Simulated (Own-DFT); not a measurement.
## Calculated data, SiC (3C silicon carbide, strained, atoms displaced), SiC (2H silicon carbide, atoms displaced), GaP (zincblende, strained, atoms displaced), SiC (4H silicon carbide, strained, atoms displaced)

A calculation, not a measurement: plane-wave PBE density functional theory by an unreviewed code, no spin, of a simulated periodic cell, stress positive in tension, free energy of the whole cell less one offset for each atom, forces on such cells passed a denser k mesh, this cell's mesh not checked; offsets are fitted by least squares, one for each functional and potential file, so energies compare only between cells with the same atoms and settings and are not formation energies; the far tail of each file's local potential was reset to the Coulomb form; each entry is a single point on an unrelaxed cell, so the pressure reflects the starting lattice, mostly measured values (interpolated for alloys), from which strain is counted, and rises with the displacements; printed positions are rounded, which can move forces by about a meV/angstrom; the program, named Own-DFT, is a retired in-house code; no spin-orbit coupling. Program: Own-DFT development build.

Settings shared by all entries: functional PBE; potential files PseudoDojo norm-conserving, scalar-relativistic, standard set; wave cutoff 42 hartree; occupations Fermi-Dirac; smearing width 0.1 eV.

(1) SiC (3C silicon carbide, strained, atoms displaced)

```xyz
96
Lattice="12.9938 0.0154 -0.0581 0.0103 8.5844 -0.1218 -0.0388 -0.1218 8.8188" Properties=species:S:1:pos:R:3 SiC
Si    12.9745     0.0709    -0.0549
Si     0.0016     2.1923     2.2152
Si     2.1456    -0.0211     2.2053
Si     2.1319     2.2557     0.0111
C      1.0693     1.0751     1.1438
C      1.0609     3.1899     3.3205
C      3.2642     1.0180     3.2972
C      3.2512     3.1846     1.0945
Si    12.9610     8.4750     4.2508
Si    12.9505     1.9979     6.5516
Si     2.1288    -0.0738     6.5506
Si     2.1048     2.0777     4.3104
C      1.0910     1.0155     5.5655
C      1.0416     3.1491     7.7355
C      3.2344     0.9344     7.6354
C      3.2085     3.0832     5.3940
Si     0.0587     4.1939     8.7488
Si     0.0426     6.5160     2.1355
Si     2.1136     4.2646     2.1615
Si     2.1009     6.4721    -0.0664
C      0.9886     5.3321     0.9747
C      1.1175     7.4973     3.1807
C      3.1880     5.3143     3.1977
C      3.2323     7.4931     1.0212
Si    -0.0036     4.1482     4.3688
Si    12.9718     6.3993     6.4383
Si     2.1369     4.2073     6.4239
Si     2.0717     6.3546     4.2822
C      1.0494     5.2452     5.3431
C      1.0292     7.4763     7.6029
C      3.1681     5.1807     7.6309
C      3.1022     7.5463     5.4410
Si     4.2406    -0.0754     8.7674
Si     4.2662     2.1038     2.1022
Si     6.4055     8.4991     2.0171
Si     6.4948     2.2062    -0.0183
C      5.4336     1.1109     0.9823
C      5.4167     3.1547     3.1541
C      7.6095     0.9630     3.1737
C      7.5608     3.1690     0.9976
Si     4.4127     8.4501     4.2502
Si     4.3438     2.1124     6.5738
Si     6.3973    -0.0663     6.6362
Si     6.4172     2.1143     4.3102
C      5.4364     1.0069     5.4108
C      5.3825     3.1196     7.6585
C      7.5357     0.9725     7.7448
C      7.5372     3.2540     5.3656
Si     4.3575     4.2095     8.7292
Si     4.2972     6.4699     2.0977
Si     6.4516     4.2230     2.0960
Si     6.5621     6.4277    -0.1029
C      5.4584     5.3702     1.0392
C      5.4568     7.4378     3.1757
C      7.4650     5.3013     3.2260
C      7.5162     7.5472     0.9355
Si     4.3903     4.2228     4.3159
Si     4.2832     6.2170     6.4751
Si     6.5215     4.2440     6.5277
Si     6.3720     6.4511     4.3457
C      5.3743     5.3345     5.3955
C      5.5134     7.3780     7.5407
C      7.4950     5.2398     7.6183
C      7.5838     7.4127     5.3898
Si     8.6416    -0.0777     8.7354
Si     8.7262     2.2395     2.0858
Si    10.8317    -0.0005     2.0802
Si    10.8116     2.0288     8.6476
C      9.7744     1.0580     1.0160
C      9.7200     3.1434     3.2399
C     11.8463     0.9880     3.2520
C     11.9517     3.2075     1.0783
Si     8.6347    -0.0249     4.2969
Si     8.6951     2.0810     6.5511
Si    10.7541    -0.0727     6.6138
Si    10.7709     2.1020     4.3109
C      9.7860     0.9686     5.4893
C      9.7080     3.1166     7.6396
C     11.8739     1.0357     7.7174
C     11.9611     3.2476     5.3941
Si     8.6731     4.2557    -0.0705
Si     8.5947     6.3330     2.0742
Si    10.8462     4.3424     2.1502
Si    10.8972     6.5655    -0.0550
C      9.7935     5.3773     0.9651
C      9.7315     7.4527     3.1467
C     11.8889     5.2969     3.1986
C     11.8917     7.5747     0.9140
Si     8.7041     4.3680     4.2664
Si     8.6423     6.3175     6.5135
Si    10.8344     4.1449     6.4301
Si    10.8142     6.4137     4.2127
C      9.6449     5.3331     5.4866
C      9.6135     7.3571     7.5394
C     11.8070     5.2939     7.5513
C     11.8240     7.4272     5.3152
```

Here we set k mesh 3 x 4 x 4 centred on Gamma.

It finds free energy of cell above offsets -6.701 eV; pressure 7.94 GPa; stress xx -8.42 GPa; stress yy -10.88 GPa; stress zz -4.51 GPa; stress yz -8.45 GPa; stress xz -3.01 GPa; stress xy 1.14 GPa.

Force:
```csv
element,x (eV/Å),y (eV/Å),z (eV/Å)
Si,0.625,0.033,0.545
Si,-0.973,-2.257,0.027
Si,0.571,0.833,0.075
Si,0.778,-2.621,-0.916
C,0.216,0.404,-0.667
C,0.685,-0.435,-1.533
C,-0.112,-0.482,-0.668
C,-0.432,1.936,-0.849
Si,-0.32,1.675,0.122
Si,0.444,2.251,0.211
Si,-1.131,1.575,3.352
Si,1.142,-1.02,1.418
C,-1.487,-0.148,-2.371
C,0.718,-1.048,-2.939
C,-0.72,1.948,0.739
C,1.158,1.302,0.41
Si,-5.148,-0.688,-0.81
Si,-1.943,-2.328,-1.029
Si,0.224,-0.032,-0.762
Si,0.725,-0.737,-1.082
C,2.825,2.653,2.955
C,-0.687,0.036,0.629
C,1.351,0.754,0.566
C,0.093,0.658,-1.17
Si,-0.727,2.568,-1.009
Si,-1.078,-1.175,0.21
Si,-0.255,-0.996,1.747
Si,1.725,0.715,0.634
C,0.013,1.435,1.521
C,0.321,-0.591,-0.124
C,0.438,1.384,0.024
C,3.949,-4.74,-3.47
Si,1.452,-1.337,-0.316
Si,1.219,-0.672,1.042
Si,2.007,2.037,-0.281
Si,-0.098,-1.758,-1.967
C,-1.631,-1.058,1.7
C,-1.103,-0.061,0.75
C,-1.235,2.239,0.145
C,1.327,2.181,1.194
Si,-2.808,1.969,1.163
Si,-1.242,-1.885,-1.014
Si,2.72,0.307,-1.448
Si,2.599,-0.593,-0.385
C,-0.739,0.12,1.36
C,0.999,0.952,-0.276
C,-0.113,1.292,-1.846
C,0.913,-1.531,0.359
Si,-1.491,-0.447,0.764
Si,0.247,-2.133,0.079
Si,0.872,0.682,0.356
Si,-1.296,0.48,-0.382
C,-1.014,0.397,-0.718
C,-1.811,0.437,-0.697
C,0.977,0.656,-0.592
C,2.023,-1.048,0.346
Si,-1.914,-0.472,-0.865
Si,-1.05,3.478,1.794
Si,-1.368,-1.009,-0.715
Si,3.402,-1.435,-0.129
C,0.338,-1.56,-0.177
C,-3.791,-1,1.289
C,2.426,0.096,0.842
C,-0.629,1.157,-0.222
Si,-1.298,-0.833,1.335
Si,-1.79,-3.646,-0.082
Si,-1.532,0.096,1.959
Si,-1.108,1.851,3.924
C,0.062,1.201,-0.629
C,0.912,2.763,0.101
C,1.454,1.156,0.103
C,-0.908,1.074,-1.834
Si,0.043,-1.25,1.604
Si,-2.487,-0.583,-0.704
Si,0.374,-1.283,-0.279
Si,1.164,-0.82,0.878
C,-1.268,1.492,-1.017
C,1.21,0.246,-0.613
C,0.799,-2.222,-2.662
C,-1.281,-3.871,0.448
Si,-0.146,1.211,-0.751
Si,-0.147,1.822,-0.019
Si,-0.596,-2.136,-1.955
Si,-2.811,-3.498,-3.485
C,-0.738,-0.284,0.7
C,0.146,0.09,-1.246
C,1.864,1.696,0.725
C,2.831,0.541,1.297
Si,-2.16,-1.793,0.858
Si,-2.753,0.418,-0.132
Si,-1.674,2.562,2.077
Si,-1.268,-0.864,1.156
C,3.261,-1.484,-2.741
C,3.086,2.062,1.936
C,1.898,0.148,0.787
C,1.68,0.793,1.321
```

(2) SiC (2H silicon carbide, atoms displaced)

```xyz
72
Lattice="9.2481 0.0000 0.0000 -4.6241 8.0091 0.0000 0.0000 0.0000 10.0681" Properties=species:S:1:pos:R:3 SiC
Si     0.1420     0.0207     9.9846
Si    -0.0148     1.8544     2.5680
C      4.5522     7.9868     1.8528
C      0.0463     1.7583     4.3630
Si     4.5570     7.9219     4.9448
Si    -0.0189     1.8791     7.6347
C      0.0301     0.0061     6.9551
C      0.0279     1.8156     9.4185
Si    -1.4527     2.6858    10.0144
Si    -1.4713     4.4863     2.4866
C      7.7234     2.6212     1.8667
C     -1.5894     4.3753     4.4308
Si    -1.5371     2.7562     5.0784
Si    -1.4631     4.4182     7.4684
C     -1.4218     2.6585     6.9358
C     -1.6017     4.5199     9.3365
Si     6.1073     5.2679     9.9389
Si    -3.0625     7.0999     2.4483
C     -2.9891     5.3757     1.9548
C     -3.1655     7.0977     4.4064
Si    -3.0292     5.2931     4.9949
Si    -2.9736     7.0984     7.5280
C     -3.0144     5.3570     7.0457
C     -3.1492     7.1196     9.4888
Si    -1.6637     7.9264     0.0450
Si     3.0583     1.8814     2.5162
C      3.0440     0.0395     1.8764
C      3.1733     1.7439     4.3833
Si    -1.5206     7.9919     5.1284
Si     3.1086     1.7396     7.5993
C      3.1047     0.0895     6.9268
C      3.1084     1.8068     9.3913
Si     1.4774     2.8373    10.0381
Si     1.4976     4.4265     2.5400
C      1.6097     2.7537     1.9977
C      1.4795     4.4644     4.4417
Si     1.5527     2.6799     5.0952
Si     1.5180     4.5123     7.5833
C      1.5590     2.6230     6.8131
C      1.5273     4.4448     9.3931
Si     0.0070     5.3313    10.0666
Si     0.0539     7.1186     2.5438
C      0.0103     5.3087     1.8256
C     -0.1027     7.0719     4.4067
Si    -0.0317     5.3768     5.0382
Si     0.0202     7.1391     7.6198
C     -0.0017     5.3775     6.9404
C     -0.0230     7.0478     9.4231
Si     1.5747     8.0087     0.0515
Si     6.1931     1.8385     2.5787
C      1.6370     7.9579     1.8528
C      6.1030     1.8253     4.3359
Si     1.6674     7.9923     5.0580
Si     6.1774     1.8151     7.4754
C      1.5495     7.8818     7.0450
C      6.0875     1.8178     9.4725
Si     4.6575     2.6615     0.0160
Si     4.6787     4.3685     2.5153
C      4.6242     2.6588     1.9016
C      4.5796     4.4647     4.4191
Si     4.5677     2.5509     4.9818
Si     4.7281     4.5187     7.4486
C      4.5383     2.6385     7.0530
C      4.5942     4.4964     9.5043
Si     3.0331     5.3673     0.0050
Si     3.0932     7.1299     2.3799
C      3.0548     5.3853     1.8261
C      3.0323     7.1305     4.3921
Si     3.1106     5.3743     4.9257
Si     3.1120     7.1343     7.5248
C      3.0139     5.3010     6.9505
C      3.1514     7.1776     9.2931
```

Here we set hardware one NVIDIA H100 and k mesh 4 x 4 x 3 centred on Gamma.

The calculation gives: free energy of cell above offsets -2.574 eV; pressure 6.69 GPa; stress xx -6.98 GPa; stress yy -4.87 GPa; stress zz -8.23 GPa; stress yz 0.16 GPa; stress xz 0.73 GPa; stress xy 1.19 GPa; wall time 346.8 s.

Force:
```csv
element,x (eV/Å),y (eV/Å),z (eV/Å)
Si,-5.315,1,1.821
Si,0.918,-1.792,-1.44
C,3.041,1.636,-0.551
C,-1.199,0.333,1.843
Si,1.52,2.371,2.075
Si,3.221,-3.049,-2.788
C,0.041,0.109,-1
C,0.661,0.344,1.275
Si,-3.157,0.311,0.767
Si,-1.323,-1.428,0.246
C,0.113,2.013,-0.051
C,1.769,2.465,-1.07
Si,0.823,-3.833,-1.061
Si,-0.72,1.029,1.534
C,-3.443,0.783,-0.946
C,2.158,-1.904,1.119
Si,0.972,1.839,2.8
Si,-1.107,1.248,1.57
C,-1.263,-1.991,-1.918
C,2.134,-0.477,-0.148
Si,-2.246,1.452,0.661
Si,-2.129,1.894,0.746
C,1.028,-0.591,-3.348
C,3.185,-2.27,-2.472
Si,2.883,1.959,-0.909
Si,1.352,-2.726,0.287
C,1.127,0.103,0.836
C,-3.586,-0.787,-0.059
Si,-1.585,0.455,-2.692
Si,-1.948,1.8,-0.367
C,0.796,-2.643,0.944
C,-1.571,-0.6,2.716
Si,2.363,-4.18,1.388
Si,1.099,2.358,0.509
C,-2.538,-1.146,-2.843
C,0.838,0.092,-0.783
Si,0.149,-0.568,-3.354
Si,0.421,-1.839,-2.161
C,-0.364,0.999,5.101
C,-0.347,2.375,0.706
Si,-1.123,0.083,-1.243
Si,-1.134,0.32,-1.158
C,0.522,0.835,1.391
C,2.106,0.995,0.091
Si,0.318,-1.185,0.508
Si,-1.081,-0.541,-0.89
C,0.01,0.075,-0.663
C,0.019,1.528,1.915
Si,-0.236,0.312,-2.861
Si,-0.113,-1.465,-3.14
C,-2.891,1.856,1.541
C,2.196,-1.177,3.5
Si,-4.015,0.797,0.756
Si,-0.601,-1.255,2.206
C,0.358,3.513,-3.038
C,3.305,-1.059,-1.054
Si,-1.795,1.068,-0.386
Si,-0.413,2.754,-0.328
C,0.608,-0.372,-0.209
C,1.446,-1.509,-0.253
Si,1.257,3.292,2.429
Si,-3.868,-1.74,2.296
C,3.325,1.403,-3.403
C,-1.067,-1.509,-1.612
Si,1.31,0.853,-1.518
Si,0.464,-1.077,2.066
C,0.303,-1.724,1.786
C,1.178,-0.957,-1.998
Si,-2.064,-0.913,2.402
Si,1.015,-1.344,-0.678
C,2.622,1.373,-1.561
C,-0.738,-0.377,4.124
```

(3) GaP (zincblende, strained, atoms displaced)

```xyz
64
Lattice="10.8620 0.0000 0.0000 0.0000 10.8620 0.0000 0.0000 0.0000 10.9361" Properties=species:S:1:pos:R:3 GaP
Ga     0.0754     0.0416    10.8524
Ga    10.8540     2.7480     2.7467
Ga     2.7150    10.8339     2.7644
Ga     2.7427     2.7485     0.1008
P      1.3347     1.3145     1.3350
P      1.3916     4.1144     4.1411
P      4.0179     1.3599     4.1061
P      4.0489     4.0723     1.3813
Ga    10.8480    10.7964     5.3966
Ga     0.0258     2.8533     8.1376
Ga     2.7242     0.0077     8.2224
Ga     2.7739     2.7145     5.4183
P      1.3442     1.3712     6.8359
P      1.4121     4.0957     9.6638
P      4.1501     1.3436     9.6011
P      4.0537     4.1057     6.8304
Ga     0.0931     5.4520    10.9132
Ga     0.0751     8.1301     2.7070
Ga     2.7248     5.4398     2.6856
Ga     2.7411     8.1110    10.8355
P      1.3947     6.8072     1.4179
P      1.3940     9.4917     4.1129
P      4.0551     6.7705     4.2352
P      3.9619     9.5570     1.3266
Ga     0.0832     5.4561     5.4627
Ga    10.8226     8.1619     8.1293
Ga     2.7273     5.3631     8.2564
Ga     2.6891     8.1279     5.4293
P      1.3158     6.8295     6.7579
P      1.3593     9.5079     9.5551
P      4.0562     6.8075     9.5441
P      4.1553     9.6293     6.8443
Ga     5.4247    10.8071     0.0139
Ga     5.3934     2.7710     2.6448
Ga     8.1600     0.0023     2.7804
Ga     8.1123     2.7779     0.0821
P      6.8819     1.4592     1.3487
P      6.8434     4.0896     4.0950
P      9.4444     1.2666     4.0757
P      9.5532     4.1504     1.3898
Ga     5.4415     0.0397     5.5075
Ga     5.4295     2.7918     8.2484
Ga     8.1018     0.0363     8.2451
Ga     8.1725     2.6399     5.4833
P      6.8493     1.4163     6.8385
P      6.7822     4.0674     9.6403
P      9.5559     1.2650     9.5359
P      9.5101     4.1109     6.8809
Ga     5.3993     5.5309     0.0376
Ga     5.4338     8.0900     2.7109
Ga     8.1392     5.4781     2.7364
Ga     8.0682     8.1886     0.0768
P      6.7959     6.7736     1.3848
P      6.8090     9.4714     4.0953
P      9.5467     6.8051     4.0351
P      9.5173     9.6424     1.3698
Ga     5.3747     5.3847     5.4313
Ga     5.5089     8.1804     8.1631
Ga     8.2197     5.4224     8.1910
Ga     8.0643     8.1562     5.5097
P      6.7555     6.7419     6.7736
P      6.7195     9.5577     9.5175
P      9.5229     6.7879     9.5685
P      9.5268     9.5244     6.7932
```

It was run with hardware one NVIDIA H100 and k mesh 3 x 3 x 3 centred on Gamma.

Results for GaP (zincblende, strained, atoms displaced): free energy of cell above offsets -33.408 eV; pressure 3.58 GPa; stress xx -3.73 GPa; stress yy -3.76 GPa; stress zz -3.24 GPa; stress yz -0.03 GPa; stress xz 0.21 GPa; stress xy 0.25 GPa; wall time 536.8 s.

Force:
```csv
element,x (eV/Å),y (eV/Å),z (eV/Å)
Ga,-0.5,-0.502,0.401
Ga,0.059,-0.39,0.148
Ga,-0.433,0.515,-0.174
Ga,-0.094,-1.107,-0.826
P,0.388,0.71,0.845
P,0.028,-0.589,-0.661
P,1.266,-0.065,-0.653
P,0.358,1.061,-0.23
Ga,0.264,0.727,0.495
Ga,0.268,-1.289,1.022
Ga,0.064,0.446,0.006
Ga,-0.829,0.078,0.824
P,0.138,0.059,-0.418
P,-0.121,-0.674,-0.73
P,-0.848,0.573,-0.014
P,0.182,-0.605,0.21
Ga,-0.71,0.492,0.53
Ga,-0.892,0.852,0.076
Ga,0.118,0.091,1.066
Ga,-0.693,0.484,0.814
P,0.305,0.049,-1.2
P,-0.224,-0.105,-0.417
P,0.087,0.105,-1.98
P,1.109,-1.061,0.275
Ga,-1.239,-0.152,-0.306
Ga,0.188,-0.012,0.499
Ga,-0.404,0.874,-0.641
Ga,0.542,0.849,0.982
P,0.87,-0.226,1.417
P,0.069,-0.595,-0.491
P,0.79,-0.093,-0.585
P,-1.078,-1.486,0.09
Ga,0.273,0.885,0.478
Ga,0.73,-0.698,1.095
Ga,-0.908,-0.222,-0.777
Ga,1.672,0.063,-1.07
P,-1.467,-1.713,0.873
P,-0.556,-0.419,0.027
P,1.257,1.317,0.556
P,-0.236,-0.191,-0.321
Ga,0.62,0.386,-0.824
Ga,0.082,-0.453,-0.32
Ga,0.658,-0.237,-0.645
Ga,0.44,0.865,-0.335
P,-1.016,-0.215,0.518
P,0.08,0.97,-0.406
P,-0.424,1.999,0.022
P,0.115,-0.061,-1.529
Ga,0.015,-0.799,-0.421
Ga,-0.75,0.638,0.438
Ga,0.552,-0.302,0.186
Ga,0.875,0.475,-0.747
P,-0.268,0.193,-0.025
P,-0.774,0.49,-0.155
P,-0.344,0.168,0.877
P,0.391,-1.211,-0.287
Ga,0.815,-0.224,0.287
Ga,-0.744,-0.406,-0.318
Ga,-1.095,0.349,0.573
Ga,1.134,-0.266,-0.429
P,0.241,-0.19,0.752
P,0.826,-0.696,0.81
P,-0.157,0.517,0.367
P,-1.064,-0.025,0.374
```

(4) SiC (4H silicon carbide, strained, atoms displaced)

```xyz
72
Lattice="9.1918 0.1176 -0.1776 -4.4941 8.0627 0.2134 -0.1933 0.1566 10.0930" Properties=species:S:1:pos:R:3 SiC
Si    -4.5602     8.1110     4.3475
Si    -0.1446     1.7656     1.6410
C      0.0097     0.0284     0.9439
C     -0.0800     1.8833     3.5054
Si     7.5768     2.8547     3.9568
Si    -1.5381     4.4947     1.6429
C     -1.4957     2.6707     1.0834
C     -1.5294     4.6079     3.6216
Si     6.1042     5.4791     4.0354
Si    -3.0650     7.2824     1.7379
C     -3.0058     5.4166     1.0888
C     -3.0815     7.1443     3.6425
Si    -1.4444     8.1265     4.2325
Si     3.0893     1.9755     1.6059
C      3.0424     0.1376     0.8913
C      3.0007     1.8790     3.5006
Si     1.5478     2.7704     4.0675
Si     1.5013     4.5674     1.5579
C      1.5271     2.6840     0.9453
C      1.5913     4.6575     3.4520
Si    -0.0112     5.4864     4.1954
Si    -0.0809     7.1803     1.7047
C      0.0006     5.4779     1.0046
C     -0.0787     7.3742     3.5205
Si     1.5020     8.1580     4.1537
Si     6.0566     1.8932     1.5336
C      6.1766     0.1235     0.8655
C      6.0749     2.0301     3.3218
Si     4.5599     2.8632     4.1694
Si     4.5778     4.6042     1.5972
C      4.6154     2.8427     0.8344
C      4.5561     4.6232     3.4342
Si     2.9861     5.4950     4.1271
Si     3.0827     7.2654     1.6029
C      3.2084     5.5079     0.9064
C      3.1082     7.3635     3.5260
Si    -4.6332     8.1577     9.3050
Si     4.5776     6.3773     6.7197
C      4.5716     8.1999     6.0407
C      4.5032     6.4807     8.5764
Si     6.0100     5.5964     8.9972
Si     6.0961     3.8538     6.6145
C      6.0514     5.5537     5.9480
C      5.9619     3.8280     8.4335
Si    -1.5974     2.7547     9.1949
Si     7.5822     1.0859     6.5452
C     -1.5323     2.7159     6.1238
C      7.4427     1.1708     8.4027
Si     1.4698     8.1985     9.2493
Si     1.4029     6.4553     6.7015
C      1.5985     8.1540     6.1319
C      1.3668     6.4740     8.6155
Si     2.9800     5.6082     9.0669
Si     3.0054     3.7423     6.6136
C      3.0981     5.5310     6.0429
C      3.0595     3.7722     8.4695
Si     4.4776     2.8973     9.0725
Si     4.5092     1.0857     6.5450
C      4.5561     2.8175     5.8871
C      4.4716     1.0934     8.3910
Si     2.8317     0.1862     9.1613
Si    -1.6246     6.4114     6.7390
C     -1.5355     8.1847     6.1484
C     -1.6442     6.4332     8.6185
Si    -0.1441     5.6114     9.2130
Si    -0.0113     3.8681     6.6333
C     -0.0491     5.5475     6.0919
C     -0.0815     3.7656     8.6257
Si     1.3890     2.9031     9.0710
Si     1.3814     1.0748     6.6859
C      1.3483     2.8472     5.9932
C      1.3870     1.0494     8.5722
```

It was run with hardware one NVIDIA H100 and k mesh 4 x 4 x 3 centred on Gamma.

Results for SiC (4H silicon carbide, strained, atoms displaced): free energy of cell above offsets -5.005 eV; pressure 3.16 GPa; stress xx -7.5 GPa; stress yy 2.06 GPa; stress zz -4.04 GPa; stress yz 5.05 GPa; stress xz -6.81 GPa; stress xy 6.85 GPa; wall time 356.9 s.

Force:
```csv
element,x (eV/Å),y (eV/Å),z (eV/Å)
Si,0.057,0.173,-0.253
Si,4.138,-0.359,0.117
C,-2.862,0.435,-1.206
C,0.974,-0.73,0.353
Si,1.249,0.705,1.567
Si,0.502,0.205,0.747
C,-2.916,1.482,-2.095
C,0.264,-1.716,-0.987
Si,-0.588,1.389,0.305
Si,2.461,-2.252,0.892
C,-0.874,0.15,-0.772
C,0.847,1.528,0.184
Si,-4.405,1.315,1.579
Si,-0.248,-1.21,-1.058
C,-0.85,-0.164,0.744
C,1.655,0.134,-0.589
Si,-2.315,0.836,0.621
Si,1.76,-0.544,-0.369
C,-0.803,1.556,-0.039
C,-2.698,-1.605,0.464
Si,0.258,0.485,-0.774
Si,2.26,1.539,-0.986
C,-0.396,-0.803,0.098
C,3.331,-3.144,0.632
Si,1.504,1.471,0.567
Si,1.031,0.465,-1.985
C,-3.217,-0.191,-1.051
C,-1.134,-1.613,2.346
Si,-0.14,-0.412,-4.274
Si,2.179,-0.201,-1.32
C,-0.339,-0.491,1.339
C,-0.307,-0.5,1.246
Si,2.986,2.049,0.439
Si,2.5,-0.431,0.928
C,-3.145,-0.002,-0.379
C,-1.104,-1.355,-0.165
Si,-1.027,1.09,1.593
Si,-0.449,2.062,-1.858
C,0.768,0.479,1.371
C,-0.233,1.107,-1.416
Si,1.068,-0.253,3.214
Si,0.15,-2.626,-1.509
C,1.031,0.394,0.028
C,1.537,-0.369,0.759
Si,-1.29,1.949,1.142
Si,-0.115,-0.472,-1.05
C,-1.004,2.169,-0.94
C,1.346,-2.146,-0.076
Si,-0.52,2.192,0.698
Si,2.356,-0.426,0.473
C,-1.519,1.94,-1.356
C,1.237,-0.499,-0.928
Si,-0.675,-1.124,1.961
Si,-0.079,-0.443,-0.899
C,-2.35,-0.468,-0.199
C,-3.055,0.888,-0.108
Si,0.955,-1.144,0.403
Si,0.11,-1.431,-0.395
C,-0.045,1.132,3.523
C,-0.936,-0.083,1.656
Si,2.349,-0.157,-1.264
Si,0.072,0.488,-0.189
C,-0.13,0.735,-0.073
C,-0.964,0.598,0.046
Si,0.195,-1.458,0.822
Si,-1.967,-3.632,1.511
C,-0.61,1.159,-1.126
C,-1.569,1.359,-1.74
Si,2.116,-1.001,2.478
Si,0.205,-1.294,-1.707
C,2.716,0.059,-0.151
C,-1.288,1.033,-1.558
```
